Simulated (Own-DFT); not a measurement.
# Computed records: Hf36O71 (tetragonal hafnia with one neutral oxygen vacancy, atoms displaced)

All values are calculated (Own-DFT development build). A calculation, not a measurement: plane-wave PBE and HSE06 DFT by an unreviewed code, no spin, of a simulated cell at Gamma alone, so results move with cell size and shape, stress positive in tension, energies less offsets, not probed for a lower state with spin; hafnium file: forces about 75 meV/angstrom off all-electron values; oxygen file: force components 24 meV/angstrom off all-electron in a glass; k mesh not checked against a denser one; forces and stress are PBE's, HSE06 gives the energy alone, and its difference from PBE has offsets of its own; offsets are fitted by least squares, one for each functional and potential file, so energies compare only between cells with the same atoms and settings and are not formation energies; the far tail of each file's local potential was reset to the Coulomb form; each entry is a single point on an unrelaxed cell, so the pressure reflects the starting lattice, taken from the Materials Project, from which strain is counted, and rises with the displacements; printed positions are rounded, which can move forces by about a meV/angstrom; the program is a retired in-house code; no spin-orbit coupling.

Common to all runs: first functional PBE; second functional HSE06; exact exchange share 0.25; screening 0.11 1/bohr; exchange divergence Gygi-Baldereschi; potential files PseudoDojo norm-conserving, scalar-relativistic, made for PBE, standard set; wave cutoff 48 hartree; occupations fixed; k mesh 1 x 1 x 1 centred on Gamma.

(1) Hf36O71 (tetragonal hafnia with one neutral oxygen vacancy, atoms displaced)

```
Hf36O71
1.0
     10.7800     0.0000     0.0000
      0.0000    10.7800     0.0000
      0.0000     0.0000    10.4493
Hf O Hf O Hf O Hf O Hf O Hf O Hf O Hf O Hf O Hf O Hf O Hf O Hf O Hf O Hf O Hf O Hf O Hf O
2 4 2 4 2 4 2 4 2 4 2 4 2 3 2 4 2 4 2 4 2 4 2 4 2 4 2 4 2 4 2 4 2 4 2 4
Direct
  0.00251 0.99901 0.00072
  0.16392 0.16803 0.25097
  0.00346 0.16128 0.15159
  0.17136 0.99303 0.35109
  0.00856 0.16893 0.40029
  0.15892 0.00086 0.09870
  0.99917 0.00398 0.49993
  0.16257 0.17199 0.74965
  0.99844 0.17041 0.65703
  0.16665 0.99386 0.85000
  0.00427 0.17096 0.90618
  0.16297 0.00458 0.59788
  0.00579 0.34379 0.00060
  0.16765 0.49477 0.24728
  0.00074 0.49235 0.15019
  0.17353 0.33451 0.33274
  0.99602 0.49104 0.40193
  0.17857 0.33687 0.09741
  0.00400 0.32842 0.49093
  0.16073 0.50323 0.75566
  0.99844 0.50242 0.65099
  0.15750 0.33234 0.84233
  0.99935 0.50317 0.90365
  0.16162 0.33088 0.59556
  0.99404 0.67149 0.99270
  0.16430 0.83256 0.25138
  0.00508 0.82872 0.14365
  0.16810 0.66640 0.35032
  0.99327 0.83166 0.40235
  0.16729 0.67401 0.09713
  0.00249 0.66744 0.49986
  0.16830 0.83526 0.74885
  0.00141 0.82928 0.65677
  0.16619 0.66314 0.83774
  0.99647 0.83743 0.89124
  0.16315 0.66725 0.59028
  0.33118 0.99532 0.00278
  0.49557 0.16252 0.24446
  0.32782 0.16666 0.15105
  0.33058 0.17076 0.40389
  0.50844 0.00087 0.08762
  0.33014 0.00313 0.50431
  0.49642 0.16673 0.74991
  0.33352 0.16915 0.65424
  0.49120 0.00554 0.84623
  0.32635 0.16585 0.90792
  0.50429 0.00444 0.59769
  0.33854 0.33725 0.00448
  0.50707 0.50949 0.24948
  0.34405 0.49215 0.15454
  0.50438 0.33515 0.35272
  0.32923 0.49621 0.40161
  0.50867 0.34073 0.09683
  0.33256 0.33637 0.49663
  0.50583 0.50109 0.75443
  0.33303 0.50295 0.65577
  0.49820 0.33644 0.85069
  0.33021 0.49284 0.90147
  0.50498 0.33706 0.60087
  0.32920 0.66448 0.00296
  0.50041 0.83288 0.24633
  0.33750 0.83113 0.15305
  0.49697 0.66741 0.34924
  0.34255 0.83083 0.39456
  0.49777 0.66684 0.09673
  0.33622 0.67465 0.49833
  0.50296 0.83812 0.75483
  0.34049 0.83997 0.65773
  0.50180 0.66823 0.84415
  0.32506 0.82548 0.90803
  0.49795 0.67095 0.61227
  0.66171 0.99694 0.99420
  0.83826 0.16442 0.24110
  0.67093 0.16397 0.15082
  0.83263 0.00079 0.35376
  0.66758 0.16765 0.40092
  0.83449 0.00007 0.09937
  0.66664 0.99486 0.49014
  0.82690 0.16904 0.75850
  0.67085 0.16304 0.65206
  0.82678 0.99788 0.83965
  0.66479 0.17372 0.90527
  0.83199 0.00122 0.60647
  0.66396 0.33618 0.99977
  0.82647 0.49773 0.25250
  0.67064 0.49984 0.15421
  0.83715 0.33515 0.34609
  0.66783 0.50352 0.39961
  0.83435 0.33741 0.09335
  0.67069 0.33314 0.48850
  0.83503 0.49508 0.75279
  0.66280 0.50135 0.65422
  0.82992 0.33941 0.84755
  0.66733 0.50604 0.89720
  0.83818 0.32822 0.59817
  0.66797 0.66961 0.00608
  0.83341 0.83873 0.25410
  0.66369 0.83514 0.15213
  0.83747 0.66727 0.34665
  0.66929 0.83122 0.40278
  0.83246 0.66273 0.09909
  0.66047 0.66689 0.49845
  0.83322 0.83697 0.74771
  0.66909 0.82868 0.65566
  0.83625 0.66895 0.84430
  0.67652 0.82693 0.91089
  0.82940 0.66348 0.59667
```

It finds PBE energy of cell above offsets -97.923 eV; HSE06 less PBE above offsets 0.022 eV; PBE pressure 1.97 GPa; PBE stress xx -0.36 GPa; PBE stress yy -2.97 GPa; PBE stress zz -2.58 GPa; PBE stress yz 0 GPa; PBE stress xz -0.2 GPa; PBE stress xy 0.08 GPa.

Force:
```
element  x (eV/Å)  y (eV/Å)  z (eV/Å)
     Hf    -0.513     0.325    -1.145
     Hf     0.702     -1.19    -0.285
      O    -0.262     0.638     0.161
      O     -0.21     0.924    -0.017
      O    -0.009    -1.472    -0.844
      O     1.908    -0.343     0.474
     Hf    -0.917    -0.651     1.177
     Hf    -0.072    -0.652     0.315
      O    -0.276    -0.756    -0.342
      O     0.236     0.974    -0.041
      O    -0.495    -0.768     0.321
      O     0.383    -0.404    -0.023
     Hf     -0.12    -1.051     0.151
     Hf     0.234     1.644    -0.241
      O     0.244     0.222     0.275
      O    -0.469     -0.81     1.702
      O     0.823     1.531    -0.379
      O    -2.174     0.059    -0.137
     Hf    -1.346     1.495     2.631
     Hf     1.149    -1.507    -2.486
      O     0.318     0.162     0.498
      O    -0.003     0.921     0.833
      O     0.162     0.111    -0.367
      O     1.087    -0.202    -0.685
     Hf    -0.192     0.731     0.409
     Hf     0.243    -0.893    -0.456
      O    -1.292     0.349     0.817
      O    -0.214     0.159    -0.768
      O     0.403     1.207    -0.362
      O    -0.179    -0.887    -0.345
     Hf    -1.689    -1.278     0.241
     Hf    -0.439    -0.378      0.05
      O     0.172     0.206    -1.215
      O    -0.146     1.681     1.528
      O     0.265    -0.383     1.337
      O     1.727     0.589     0.478
     Hf    -0.927     0.736    -0.765
     Hf      1.06     0.937     0.952
      O     1.409    -0.661     0.501
      O     0.425    -1.295     -0.38
      O    -2.646     0.147     1.569
     Hf     0.536     0.021     -0.22
     Hf     1.033     1.883    -0.966
      O    -0.317    -0.443    -0.219
      O     0.608    -1.264     0.819
      O     0.276     0.012     0.019
      O    -0.539    -0.288    -1.124
     Hf     1.017    -0.627    -0.947
     Hf    -0.812    -2.147     0.297
      O    -1.233     0.765    -0.081
      O    -0.156    -0.324    -1.278
      O     0.189     1.503     0.058
      O    -1.237      -0.8     0.766
     Hf     1.243     0.734      1.86
     Hf    -1.063    -0.109    -1.106
      O    -0.457    -0.207     0.006
      O     0.143    -0.987     0.195
      O    -0.409     1.479     0.715
      O    -0.545    -0.543    -0.798
     Hf     0.442    -0.902    -0.709
     Hf    -0.505     0.496     0.668
      O    -0.603     0.783      -0.2
      O     0.479     0.366     0.389
      O     0.078     1.527     1.038
      O     0.465    -0.167     0.538
     Hf    -0.458    -2.202     1.135
     Hf     0.419    -1.784    -0.988
      O    -1.214     0.214    -0.851
      O    -0.279     0.866     1.344
      O     0.464     1.096    -0.247
      O     0.082     0.202    -2.392
     Hf     2.753     1.043    -0.057
     Hf    -1.291      0.52     0.321
      O    -0.755     0.119      0.35
      O     0.339     0.541    -0.465
      O     -0.34    -1.133    -0.482
      O    -0.188    -0.235    -0.076
     Hf     0.549     2.027     2.257
     Hf     0.499     0.223    -1.684
      O    -1.053     0.305     0.558
      O    -0.229     1.047     1.822
      O     0.117    -1.417    -0.398
      O     0.666    -0.469    -1.935
     Hf     1.177     0.591    -0.746
     Hf     2.354     0.845    -0.046
      O    -1.013     0.387    -0.635
      O    -0.631    -1.467    -0.281
      O     0.097    -0.002    -0.364
      O     0.082    -0.573     0.341
     Hf    -0.607    -0.233     2.399
     Hf    -0.783     1.836    -1.906
      O     1.297    -0.023    -0.644
      O     0.299    -1.203     0.784
      O    -0.112    -0.357     1.223
      O    -0.507     0.452    -0.757
     Hf    -0.003    -1.375    -1.004
     Hf      0.62    -1.303    -0.636
      O     0.797    -0.199     0.402
      O    -0.377      0.17    -0.566
      O    -0.476    -0.014    -0.874
      O      0.47     0.339    -0.225
     Hf     1.113     -0.56     2.445
     Hf     0.649    -1.117    -0.508
      O     -1.19     0.563    -0.289
      O     0.445    -0.547     0.699
      O    -0.904     1.568    -0.975
      O     0.137     0.321    -0.909
```

(2) Hf36O71 (tetragonal hafnia with one neutral oxygen vacancy, atoms displaced)

```
Hf36O71
1.0
     10.7800     0.0000     0.0000
      0.0000    10.7800     0.0000
      0.0000     0.0000    10.4493
Hf O Hf O Hf O Hf O Hf O Hf O Hf O Hf O Hf O Hf O Hf O Hf O Hf O Hf O Hf O Hf O Hf O Hf O
2 4 2 4 2 3 2 4 2 4 2 4 2 4 2 4 2 4 2 4 2 4 2 4 2 4 2 4 2 4 2 4 2 4 2 4
Direct
  0.99500 0.99840 0.01222
  0.15742 0.17001 0.26211
  0.99346 0.15263 0.15875
  0.18835 0.99912 0.34144
  0.00695 0.16571 0.40221
  0.16563 0.00228 0.10153
  0.99850 0.00305 0.49709
  0.16580 0.17527 0.74926
  0.99365 0.17472 0.64712
  0.17062 0.99183 0.84587
  0.99548 0.17001 0.90003
  0.18957 0.99448 0.59281
  0.01557 0.32930 0.99124
  0.17199 0.48842 0.26003
  0.15470 0.31671 0.37105
  0.00220 0.50411 0.40920
  0.16560 0.33029 0.09638
  0.99315 0.33588 0.49171
  0.16058 0.50598 0.75684
  0.01175 0.50869 0.65136
  0.16246 0.34084 0.84063
  0.99716 0.50395 0.90718
  0.17196 0.32024 0.58878
  0.00364 0.67899 0.00118
  0.15605 0.82256 0.24866
  0.00806 0.82493 0.15213
  0.16803 0.66817 0.34669
  0.00049 0.83956 0.39534
  0.17714 0.66790 0.09341
  0.98614 0.67438 0.50513
  0.15962 0.84030 0.73592
  0.99267 0.82911 0.65575
  0.16542 0.65913 0.85958
  0.99265 0.82303 0.90572
  0.16070 0.67253 0.59133
  0.33794 0.00909 0.00627
  0.49690 0.16427 0.23540
  0.33035 0.17231 0.16580
  0.50216 0.00173 0.34187
  0.32869 0.17017 0.39518
  0.50105 0.99424 0.08644
  0.34834 0.00863 0.49252
  0.49841 0.16475 0.74221
  0.33224 0.16257 0.65927
  0.50912 0.99942 0.84110
  0.33111 0.16355 0.89917
  0.51061 0.99907 0.58970
  0.32116 0.33005 0.99976
  0.50366 0.50047 0.24647
  0.33153 0.48360 0.15992
  0.49179 0.33494 0.36016
  0.33360 0.49671 0.40261
  0.48910 0.33029 0.08087
  0.34882 0.32084 0.48457
  0.49963 0.48891 0.74068
  0.34335 0.49394 0.65246
  0.49432 0.33663 0.84434
  0.32940 0.49945 0.90056
  0.49757 0.32906 0.61284
  0.32666 0.67032 0.99235
  0.49236 0.82715 0.24104
  0.31738 0.83482 0.15388
  0.50218 0.66303 0.35166
  0.31815 0.83066 0.40506
  0.50483 0.66962 0.09214
  0.32324 0.66763 0.49812
  0.50314 0.84103 0.73726
  0.33448 0.84231 0.65558
  0.50053 0.65966 0.83455
  0.34339 0.83365 0.91283
  0.50834 0.66851 0.60216
  0.68149 0.00224 0.99633
  0.82106 0.17072 0.25150
  0.65359 0.16660 0.14873
  0.84027 0.00366 0.34528
  0.67350 0.17287 0.41289
  0.82579 0.99624 0.10428
  0.66053 0.99681 0.49685
  0.83139 0.17120 0.75266
  0.66945 0.16521 0.65193
  0.81297 0.00147 0.83648
  0.66097 0.16778 0.90637
  0.84186 0.00689 0.59220
  0.67767 0.33413 0.99712
  0.84052 0.49714 0.25496
  0.66260 0.50070 0.15510
  0.82560 0.35110 0.34636
  0.67511 0.49002 0.40339
  0.83222 0.34330 0.09879
  0.66594 0.32664 0.50423
  0.83051 0.49558 0.74420
  0.66247 0.48918 0.66226
  0.82066 0.32961 0.85431
  0.67914 0.50174 0.89524
  0.83629 0.33763 0.58671
  0.65819 0.67786 0.99403
  0.82768 0.84705 0.25936
  0.65820 0.81678 0.15368
  0.83131 0.65845 0.35878
  0.65763 0.83828 0.40999
  0.83909 0.67143 0.09050
  0.67638 0.67089 0.48280
  0.83224 0.83682 0.76095
  0.66181 0.83125 0.65429
  0.82984 0.67074 0.86496
  0.67328 0.82184 0.90519
  0.84288 0.66647 0.58715
```

It finds PBE energy of cell above offsets -86.260 eV; HSE06 less PBE above offsets 0.617 eV; PBE pressure 6.57 GPa; PBE stress xx -6.99 GPa; PBE stress yy -5.19 GPa; PBE stress zz -7.52 GPa; PBE stress yz 0.33 GPa; PBE stress xz 0.91 GPa; PBE stress xy -0.31 GPa.

Force:
```
element  x (eV/Å)  y (eV/Å)  z (eV/Å)
     Hf     3.738     0.179    -0.417
     Hf     0.668     -2.81    -0.926
      O    -1.084       0.3    -0.503
      O    -1.507     0.683     0.053
      O    -1.722    -0.719    -0.358
      O    -1.164     0.577    -1.461
     Hf     2.001     0.361     0.693
     Hf      0.11    -0.894    -1.906
      O      0.69     -0.62     1.077
      O    -1.242     1.108    -0.059
      O     0.036    -2.237     0.074
      O    -4.054      0.24     0.043
     Hf    -3.049     2.956      0.97
     Hf    -0.378     1.135     0.467
      O     1.212     3.335    -3.076
      O    -0.134     0.043     -0.94
      O    -1.034    -0.306     1.645
     Hf     3.373    -0.096     1.593
     Hf     2.918      0.53    -1.269
      O     -2.67     -0.71    -0.054
      O    -0.443    -1.853      1.67
      O     0.147    -1.576     0.189
      O    -0.713    -0.131     1.337
     Hf    -0.562    -4.431     1.516
     Hf     3.757     1.512     1.769
      O    -4.027     1.471    -1.285
      O     -0.03    -2.293    -0.208
      O    -0.927    -0.038     0.456
      O    -2.452    -0.708      1.82
     Hf     6.395    -0.871    -3.136
     Hf     2.664    -0.439     0.969
      O    -0.006     0.821    -0.706
      O    -0.053     2.462    -1.484
      O    -0.208     5.603    -1.822
      O      0.51     0.467     1.107
     Hf    -2.195    -2.614    -1.361
     Hf     -1.77     1.213     1.736
      O    -0.633     -0.54    -2.021
      O      0.19    -0.005    -0.083
      O     0.871    -2.093    -0.168
      O     1.233     0.383     1.396
     Hf    -3.153    -2.362    -0.622
     Hf     0.357     1.759     2.547
      O     0.805    -0.451    -1.369
      O     0.026     0.503    -0.117
      O    -0.559     0.674     0.427
      O    -1.759     0.542     1.104
     Hf     3.802     1.985    -1.551
     Hf    -0.644    -0.098     0.358
      O     0.018     0.308    -0.152
      O     1.911    -1.031    -2.244
      O    -0.953     0.127    -0.145
      O     1.776    -0.516      1.66
     Hf    -2.298     4.052     4.356
     Hf    -0.911     2.531     2.434
      O     -3.48     0.888    -0.928
      O     0.287     -2.37     0.384
      O     -0.47    -0.717     1.064
      O     0.947     -1.47    -2.685
     Hf      2.31    -0.646    -0.947
     Hf    -1.725    -0.735     0.102
      O     2.935     0.196     0.238
      O     0.321     0.688    -1.165
      O     2.028     0.586     0.291
      O    -3.538    -0.231     1.567
     Hf     1.917    -0.706      0.97
     Hf    -2.378    -3.546     2.445
      O     0.207    -0.797    -0.255
      O     0.302      1.43     1.221
      O    -0.054     1.337    -0.598
      O    -0.398     0.314      -2.5
     Hf    -4.805    -0.447    -2.178
     Hf     0.921     1.877     -0.14
      O     3.542    -0.175    -0.027
      O    -0.747     1.198     0.429
      O     0.467    -2.345    -2.532
      O     1.398    -0.361     0.891
     Hf     2.939      1.69     1.055
     Hf     0.121     0.032      -1.3
      O     0.105     0.171      0.12
      O      0.75     0.661     1.998
      O     0.771    -0.576     0.021
      O    -1.583    -0.706    -0.133
     Hf    -2.616      2.63    -0.822
     Hf    -0.067     2.706     -3.34
      O     0.879    -0.536     0.007
      O      1.06    -5.926     0.912
      O    -1.308     1.572     0.577
      O     1.567    -1.126     0.592
     Hf    -1.059     3.154     1.443
     Hf    -0.717     1.169     2.335
      O     3.071    -0.103    -2.353
      O     1.211     0.163    -1.579
      O    -0.095    -0.579     1.309
      O    -1.165     0.239     2.028
     Hf      1.94    -5.859     0.733
     Hf     0.459    -4.298    -2.217
      O     1.865     1.698     1.179
      O     0.007     2.724    -1.513
      O     1.316    -0.294    -2.413
      O    -0.576    -0.283     1.946
     Hf    -3.145    -2.685     2.745
     Hf    -1.077    -2.992    -0.617
      O     3.867     0.764    -1.052
      O     0.815    -0.374     -3.83
      O     0.098     6.085    -1.821
      O    -6.295    -0.514     4.316
```
